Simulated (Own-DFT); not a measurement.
# PBE and PBEsol under strain: L1_0 TiAl, 32 atoms (Al16Ti16)

Source: density functional calculations with Own-DFT, an unreviewed in-house program that is no longer used. Nothing was measured or relaxed, and spin and spin-orbit coupling are left out.

Known weak points: forces on such cells failed a check on a denser k mesh; stress not checked against mesh or cutoff.

Each geometry was run with PBE and with PBEsol, otherwise alike: PseudoDojo norm-conserving scalar-relativistic files made for PBE; cutoff 42 hartree; 4 x 4 x 4 k mesh centred on Gamma; cold (Marzari-Vanderbilt) smearing of 0.2 eV. Unstrained cell vectors in Å: (5.622, 5.622, 0.000); (-5.622, 5.622, 0.000); (0.000, 0.000, 8.133). Each has a uniform strain, of which the change of volume is shown, and random moves of rms u per axis.

| run | volume change (%) | u (Å) | P with PBE (GPa) | P with PBEsol (GPa) |
|---|---|---|---|---|
| 1 | -1.83 | 0.0571 | 4.35 | 1.42 |
| 2 | -2.76 | 0.0508 | 5.50 | 2.53 |
| 3 | 4.00 | 0.0476 | -2.62 | -5.30 |
| 4 | -1.75 | 0.0547 | 4.22 | 1.30 |
| 5 | -1.88 | 0.0506 | 4.17 | 1.24 |
| 6 | -0.87 | 0.0519 | 2.91 | 0.03 |
| 7 | -1.64 | 0.0541 | 4.08 | 1.16 |
| 8 | -0.47 | 0.0501 | 2.44 | -0.43 |
| 9 | -0.75 | 0.0508 | 2.66 | -0.22 |
| 10 | -1.79 | 0.0450 | 3.95 | 1.03 |
| 11 | 0.14 | 0.0519 | 1.79 | -1.05 |
| 12 | 0.14 | 0.0531 | 1.97 | ? |

Q: by how much does PBEsol shrink this cell, and what belongs in the blank?

## Working it out

Write v for the change of volume as a fraction. Fitted to v and u², the PBE pressure has a slope of -117 ± 3 GPa in v, with the ions held to the strained lattice. The difference PBEsol less PBE is -2.85 + 4.3 v GPa (slope ± 0.1) and averages -2.89 GPa. Divided by the mean slope of the two, 115 GPa, that makes PBEsol's volume at a given pressure, near 2 GPa, about 2.5 % smaller, or 0.84 % in lengths. At one volume PBEsol's slope is the smaller by 4 GPa, but its pressure there is lower too. If stiffness rises by about 4 GPa for each GPa, PBEsol at equal pressure is stiffer by about 7 GPa. Files made for PBEsol would give a different shift.

For run 12 the line gives -0.88 GPa. The calculation gave -0.87 GPa.
